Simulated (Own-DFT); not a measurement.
# Bulk modulus against bond length in tetrahedral crystals

Source: density functional calculations with Own-DFT, an unreviewed in-house program that is no longer used. Nothing was measured or relaxed, and spin and spin-orbit coupling are left out.

Limits (not all hold for every row): forces on such cells moved up to 12 meV/angstrom on a denser k mesh; forces not confirmed at this smearing and k mesh; k mesh not checked against a denser one; forces on such cells passed a denser k mesh, each cell not checked; stress not checked against mesh or cutoff.

All runs are PBE with PseudoDojo norm-conserving files; cutoff and k mesh are each material's own. Every cell starts from measured lattice constants and was given uniform random strains and small random moves of its atoms. Each triple is the change of volume in per cent, the rms move u in Å and the pressure in GPa.

- 3C SiC (C48Si48), 10.36 Å³/atom unstrained: (-2.07, 0.051, 10.20); (-0.98, 0.050, 8.66); (-0.84, 0.049, 7.39); (0.19, 0.054, 5.80); (0.55, 0.050, 4.60); (1.18, 0.049, 2.72); (2.21, 0.051, 0.90)
- wurtzite AlN (Al64N64), 10.45 Å³/atom unstrained: (-2.26, 0.051, 11.52); (-1.32, 0.051, 8.84); (-1.18, 0.049, 8.40); (-0.78, 0.047, 7.26); (-0.72, 0.050, 7.30); (1.27, 0.050, 3.14); (1.71, 0.051, 2.75)
- wurtzite GaN (Ga48N48), 11.42 Å³/atom unstrained: withheld
- diamond silicon (Si64), 20.02 Å³/atom unstrained: (-3.32, 0.048, 6.16); (-2.62, 0.049, 5.22); (-1.11, 0.056, 3.83); (-0.35, 0.049, 2.81); (-0.14, 0.049, 2.78); (0.82, 0.056, 1.79); (2.04, 0.050, 0.69)
- zincblende GaAs (As32Ga32), 22.58 Å³/atom unstrained: (-3.34, 0.047, 6.89); (-1.48, 0.052, 5.27); (-0.50, 0.050, 4.25); (-0.02, 0.049, 4.23); (0.70, 0.045, 3.42); (2.69, 0.047, 2.20); (3.56, 0.052, 1.58)
- grey tin (Sn64), 34.15 Å³/atom unstrained: (-1.97, 0.050, 4.74); (-1.74, 0.055, 4.76); (-0.07, 0.052, 3.73); (0.27, 0.053, 3.74); (0.76, 0.052, 3.32); (1.00, 0.048, 3.22); (1.96, 0.052, 2.92)

## Working it out

Fit a line to each set against the fractional change of volume; B is minus its slope, and u is nearly the same within a set. To take it to zero pressure, assume that B rises by 4 GPa for each GPa: B0 = B - 4 x (mean pressure). The bond length of an ideal tetrahedral crystal with the unstrained volume v is d = (√3/4)(8 v)^(1/3). Cohen's empirical rule reads B0 = (1971 - 220 L) d^(-3.5) GPa, with L = 0 for group IV crystals and SiC and 1 for III-V compounds.

```
material,L,d (Å),B (GPa),mean P (GPa),B0 (GPa),rule (GPa)
3C SiC (C48Si48),0,1.888,226 ± 12,5.8,203 ± 12,213
wurtzite AlN (Al64N64),1,1.893,216 ± 12,7.0,188 ± 12,188
wurtzite GaN (Ga48N48),1,1.950,?,?,?,169
diamond silicon (Si64),0,2.352,102 ± 3,3.3,88 ± 3,99
zincblende GaAs (As32Ga32),1,2.448,76 ± 3,4.0,60 ± 3,76
grey tin (Sn64),0,2.810,50 ± 3,3.8,35 ± 3,53
```

A line through ln[B0/(1971 - 220 L)] against ln d has a slope of -4.4 ± 0.2 and a scatter of 7 %. Against the rule, B0 stands at 95 % for 3C SiC, 100 % for wurtzite AlN, 89 % for diamond silicon, 78 % for zincblende GaAs, 66 % for grey tin. PBE tends to make silicon and heavier crystals too soft, and the rule itself is only a guide.

## Check

Q: what B0 does the fitted trend give for wurtzite GaN (Ga48N48)?

The straight line predicts 164 GPa. Its own runs give B = 198 ± 6 GPa at a mean pressure of 6.6 GPa, so B0 = 172 GPa.
